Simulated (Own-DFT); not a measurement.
# PBE and PBEsol under strain: L1_0 TiAl, 32 atoms (Al16Ti16)

No measurement is shown. These are fixed-geometry runs of a retired plane-wave code named Own-DFT, which no person has reviewed; spin and spin-orbit coupling are neglected.

Caveats: forces on such cells failed a check on a denser k mesh; stress not checked against mesh or cutoff.

Each geometry was run with PBE and with PBEsol, otherwise alike: PseudoDojo norm-conserving scalar-relativistic files made for PBE; cutoff 42 hartree; 4 x 4 x 4 k mesh centred on Gamma; cold (Marzari-Vanderbilt) smearing of 0.2 eV. Unstrained cell vectors in Å: (5.622, 5.622, 0.000); (-5.622, 5.621, 0.000); (0.000, 0.000, 8.133). Each has a uniform strain, of which the change of volume is shown, and random moves of rms u per axis.

| run | volume change (%) | u (Å) | P with PBE (GPa) | P with PBEsol (GPa) |
|---|---|---|---|---|
| 1 | -4.13 | 0.0442 | 7.08 | 4.05 |
| 2 | -3.22 | 0.0503 | 6.12 | 3.13 |
| 3 | -3.63 | 0.0462 | 6.60 | 3.58 |
| 4 | 2.46 | 0.0479 | -0.79 | -3.53 |
| 5 | -0.70 | 0.0404 | 2.46 | -0.42 |
| 6 | -0.52 | 0.0479 | 2.55 | -0.32 |
| 7 | -2.52 | 0.0529 | 5.17 | 2.22 |
| 8 | 2.43 | 0.0495 | -0.94 | -3.69 |
| 9 | -3.88 | 0.0480 | 6.90 | 3.88 |
| 10 | -0.77 | 0.0503 | 2.94 | 0.06 |
| 11 | -1.94 | 0.0448 | 4.23 | 1.30 |
| 12 | -3.13 | 0.0472 | 5.68 | ? |

The question: by how much does PBEsol shrink this cell, and what belongs in the blank?

## Answer

Write v for the change of volume as a fraction. Fitted to v and u², the PBE pressure has a slope of -124 ± 2 GPa in v, with the ions held to the strained lattice. The difference PBEsol less PBE is -2.85 + 4.4 v GPa (slope ± 0.1) and averages -2.92 GPa. Divided by the mean slope of the two, 122 GPa, that makes PBEsol's volume at a given pressure, near 2 GPa, about 2.4 % smaller, or 0.80 % in lengths. At one volume PBEsol's slope is the smaller by 4 GPa, but its pressure there is lower too. If stiffness rises by about 4 GPa for each GPa, PBEsol at equal pressure is stiffer by about 7 GPa. Files made for PBEsol would give a different shift.

For run 12 the line gives 2.70 GPa. Computed: 2.69 GPa.
